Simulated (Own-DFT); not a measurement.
# Which defects push the lattice out? diamond germanium

Everything here is calculated. The program is Own-DFT (plane waves, in-house, since retired, never reviewed by a person); positions were held fixed, and spin and spin-orbit coupling were off.

All runs used: PBE; PseudoDojo norm-conserving scalar-relativistic files; cutoff 42 hartree; 3 x 3 x 6 k mesh centred on Gamma; Fermi-Dirac smearing of 0.1 eV.

Limits (not all hold for every row): not probed for a lower state with spin; smearing too wide for converged forces on cells of this kind; forces on such cells failed a check on a denser k mesh; stress not checked against mesh or cutoff.

All runs share one cell, with vectors in Å (11.316, 0.000, 0.000); (0.000, 11.316, 0.000); (0.000, 0.000, 5.658) and a volume of 724.5 Å³. The atoms are randomly displaced, by u rms on each axis. The defect's site can differ from row to row.

| cell | formula | u (Å) | P (GPa) |
|---|---|---|---|
| no defect | Ge32 | 0.0191 | 3.89 |
| no defect | Ge32 | 0.0205 | 3.90 |
| no defect | Ge32 | 0.0473 | 4.38 |
| one Ge vacancy | Ge31 | 0.0272 | ? |
| one Ge vacancy | Ge31 | 0.0304 | 3.52 |
| one Ge vacancy | Ge31 | 0.0479 | 3.59 |
| one Ge vacancy | Ge31 | 0.0495 | 3.66 |
| one added Ge | Ge33 | 0.0305 | 7.86 |
| one added Ge | Ge33 | 0.0332 | 7.80 |
| one added Ge | Ge33 | 0.0472 | 8.24 |

## What the rows give

P = P0 + c u² + a shift for each defect gives P0 = 3.84 GPa, c = 219 ± 48 GPa/Å² and a scatter of 0.10 GPa. The shifts, and each times the cell's volume:

- one added Ge: 3.82 ± 0.09 GPa, 17.3 eV
- one Ge vacancy: -0.66 ± 0.09 GPa, -3.0 eV

A positive shift means that the defect pushes the cell outwards. Shift times volume (160.2 GPa Å³ is 1 eV) depends little on the cell's size, so, taken for each site, it can be compared between cells at like pressure. The atoms around the defects weren't relaxed, which would change these numbers.

## The run left out

Asked: what pressure belongs in the blank (one Ge vacancy, u = 0.0272 Å)?

Estimate: 3.34 ± 0.13 GPa. The hidden result is 3.46 GPa.
